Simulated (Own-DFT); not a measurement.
# Strain and stress in 4H SiC, 72 atoms (C36Si36)

Source: density functional calculations with Own-DFT, an unreviewed in-house program that is no longer used. Nothing was measured or relaxed, and spin and spin-orbit coupling are left out.

Settings: PBE; PseudoDojo norm-conserving scalar-relativistic files; cutoff 42 hartree; 4 x 4 x 3 k mesh centred on Gamma; Fermi-Dirac smearing of 0.1 eV.

Keep in mind: forces on such cells passed a denser k mesh, each cell not checked; stress not checked against mesh or cutoff.

Unstrained cell vectors in Å: (9.248, 0.000, 0.000); (-4.624, 8.009, 0.000); (0.000, 0.000, 10.068). The unstrained cell has measured lattice constants (interpolated for alloys), not those of this functional. That, the random moves and any unrelaxed bonds set the pressure at no strain. In each run the cell takes a homogeneous strain; fractional positions stay. All atoms carry random offsets, Gaussian with a width of 0.05 Å per axis. Stress is counted positive in tension, P = -(s_xx + s_yy + s_zz)/3, and strain components are those of the symmetric tensor.

| run | e_xx (%) | e_yy (%) | e_zz (%) | e_yz (%) | e_xz (%) | e_xy (%) | s_xx (GPa) | s_yy (GPa) | s_zz (GPa) | s_yz (GPa) | s_xz (GPa) | s_xy (GPa) | P (GPa) | E (meV/atom) |
|---|---|---|---|---|---|---|---|---|---|---|---|---|---|---|
| 1 | -0.91 | 0.21 | 0.57 | 1.65 | 1.07 | 1.31 | -10.27 | -3.40 | -3.62 | 5.29 | 2.87 | 6.10 | 5.76 | 10.6 |
| 2 | -1.67 | 0.09 | -1.82 | -1.35 | 0.48 | -1.84 | -14.90 | -7.12 | -19.71 | -4.17 | 2.62 | -9.46 | 13.91 | 30.6 |
| 3 | 1.98 | -1.48 | -0.68 | 0.74 | -1.37 | -1.43 | 2.92 | -10.60 | -9.79 | 2.07 | -4.60 | -6.60 | 5.83 | 9.9 |
| 4 | -0.13 | -0.28 | -0.92 | 1.16 | 1.66 | 0.12 | -4.52 | -6.89 | -12.77 | 3.29 | 5.99 | 1.07 | 8.06 | 5.1 |
| 5 | 0.49 | -0.61 | -0.19 | -0.23 | 1.92 | -1.24 | -1.92 | -7.04 | -8.86 | -0.09 | 6.80 | -5.41 | 5.94 | 0.0 |
| 6 | 0.55 | 0.09 | -1.35 | -1.99 | -0.37 | 1.55 | -2.99 | -4.71 | -12.67 | -7.01 | -0.99 | 7.56 | 6.79 | 7.6 |
| 7 | -1.34 | -0.39 | -0.53 | 0.01 | -0.30 | -0.55 | -11.95 | -9.20 | -11.75 | -0.88 | -0.18 | -2.79 | 10.97 | 19.9 |
| 8 | 1.57 | -0.73 | 0.52 | -1.69 | -0.09 | -0.01 | 1.86 | -8.78 | -1.65 | -4.84 | -1.10 | -0.10 | 2.85 | 22.5 |
| 9 | 0.58 | 1.50 | -0.49 | 0.67 | 0.53 | 0.54 | 0.48 | 1.60 | -8.07 | 1.81 | 1.42 | 1.77 | 2.00 | 12.7 |
| 10 | -0.83 | -0.44 | -0.04 | 1.66 | -1.83 | 1.54 | -12.08 | -8.76 | -5.83 | 5.58 | -7.43 | 7.05 | 8.89 | 30.8 |
| 11 | 0.64 | -0.02 | -1.61 | -0.91 | 0.85 | 1.16 | -2.90 | -4.38 | -17.57 | -2.44 | 3.64 | 5.49 | 8.28 | 32.1 |
| 12 | -0.82 | -0.41 | -0.13 | 0.69 | -0.21 | -0.89 | -8.86 | -9.99 | -8.60 | 2.47 | -1.20 | -4.48 | 9.15 | 28.9 |
| 13 | -1.76 | -0.57 | -1.75 | -0.03 | -0.21 | 1.91 | -16.86 | -11.75 | -18.72 | -1.27 | -0.19 | 10.84 | 15.77 | 27.9 |
| 14 | 1.47 | -0.27 | 1.49 | 1.67 | -1.35 | 1.36 | 3.14 | -5.14 | 3.04 | 4.86 | -4.08 | 5.96 | -0.35 | 7.5 |
| 15 | -1.81 | 1.17 | 1.04 | 1.44 | 0.46 | -1.63 | -12.26 | 0.55 | -1.14 | 4.78 | 1.32 | -5.39 | 4.29 | 6.2 |
| 16 | -1.21 | -1.48 | 1.72 | 0.12 | 0.28 | 0.43 | -13.09 | -12.16 | 1.37 | 1.28 | 1.03 | 2.13 | 7.96 | 19.7 |
| 17 | 0.11 | -0.33 | 0.69 | 1.95 | -0.71 | 1.87 | ? | ? | ? | ? | ? | ? | ? | ? |

E is the free energy for each atom above the lowest run shown.

## Fit

Least squares on the runs shown: each stress against a constant and the strains, taken as fractions with shears doubled. Shear strains stay in the fit of a normal stress only where such slopes are resolved. The slopes, in GPa:

```
stress,at no strain,per e_xx,per e_yy,per e_zz,scatter
s_xx,-5.0,538 ± 24,156 ± 38,44 ± 27,1.13
s_yy,-5.3,87 ± 24,506 ± 38,56 ± 26,1.13
s_zz,-6.6,88 ± 22,64 ± 36,610 ± 25,1.05
```

The slope of each shear stress on twice its own strain, from a fit on all six strains: yz 153 ± 7, xz 174 ± 9, xy 237 ± 10 GPa. These are stiffnesses along x, y and z of the frame in which the cell vectors are given, with the crystal's c axis along z: C11, C12, C13 and C33. Hexagonal symmetry asks that xx and yy behave alike, which is a second check on the noise. The atoms are held to the strained lattice; where symmetry lets them move under strain, relaxing them would lower some slopes. Slopes across the diagonal should nearly agree, so their difference gauges the noise. A ninth of the table's sum, 239 ± 6 GPa, estimates the bulk modulus near the mean pressure of these runs, 7.3 GPa, so it lies above the value at zero pressure.

## Withheld run

Question: what normal stresses and pressure should run 17 give?

Estimate: s_xx = -4.6, s_yy = -6.5, s_zz = -2.5 and P = 4.5 GPa. The run itself gave -5.61, -5.16, -3.15 and P = 4.64 GPa.
